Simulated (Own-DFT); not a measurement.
# Biaxial strain at fixed height in wurtzite AlGaN with randomly placed atoms, 72 atoms (Al9Ga27N36)

Everything here is calculated. The program is Own-DFT (plane waves, in-house, since retired, never reviewed by a person); positions were held fixed, and spin and spin-orbit coupling were off.

Settings: PBE; PseudoDojo norm-conserving scalar-relativistic files (stringent for Ga); cutoff 96 hartree; 4 x 4 x 3 k mesh centred on Gamma; Gaussian smearing of 0.01 eV.

Known weak points: forces on such cells passed a denser k mesh, each cell not checked; stress not checked against mesh or cutoff.

Unstrained cell vectors in Å: (9.509, 0.000, 0.000); (-4.755, 8.235, 0.000); (0.000, 0.000, 10.268). The unstrained cell has measured lattice constants (interpolated for alloys), not those of this functional. That, the random moves and any unrelaxed bonds set the pressure at no strain. Each run strains x and y alike by e, as a substrate would, and holds the height along z. Random moves of width 0.05 Å per axis were added to every atom. The random placing of the alloy's atoms differs from row to row. Stress is positive in tension.

| e (%) | u (Å) | (s_xx + s_yy)/2 (GPa) | s_zz (GPa) |
|---|---|---|---|
| -1.75 | 0.055 | -17.79 | -10.51 |
| -1.50 | 0.050 | -15.65 | -9.17 |
| -0.75 | 0.050 | -10.56 | -8.99 |
| -0.25 | 0.052 | -8.20 | -8.67 |
| 0.75 | 0.054 | -4.02 | -5.40 |
| 1.25 | 0.048 | -0.85 | -4.54 |
| 1.50 | 0.053 | 1.19 | -6.81 |
| 1.75 | 0.048 | ? | ? |
| 2.50 | 0.052 | 5.07 | -4.03 |
| 2.75 | 0.048 | 6.11 | -3.73 |

## Working it out

With e as a fraction, the in-plane stress is -7.0 + 546 e - 2513 e² GPa (errors 16 and 1004, scatter 0.59), and s_zz is -7.6 + 145 e GPa (slope ± 20, scatter 0.91). At e = 0 the first slope is C11 + C12 and the second 2 C13, both with the ions held to the strained lattice and at the cell's own pressure. A free layer would change its height as e changes, and the in-plane slope would drop by 2 C13²/C33 to the biaxial modulus. At fixed height, a misfit of 1 % moves the in-plane stress by about 5.5 GPa and s_zz by 1.4 GPa.

## Prediction

Asked: what are the two stresses at e = 1.75 %?

The fitted form gives 1.8 and -5.1 GPa. The calculation gave 2.13 and -5.00 GPa.
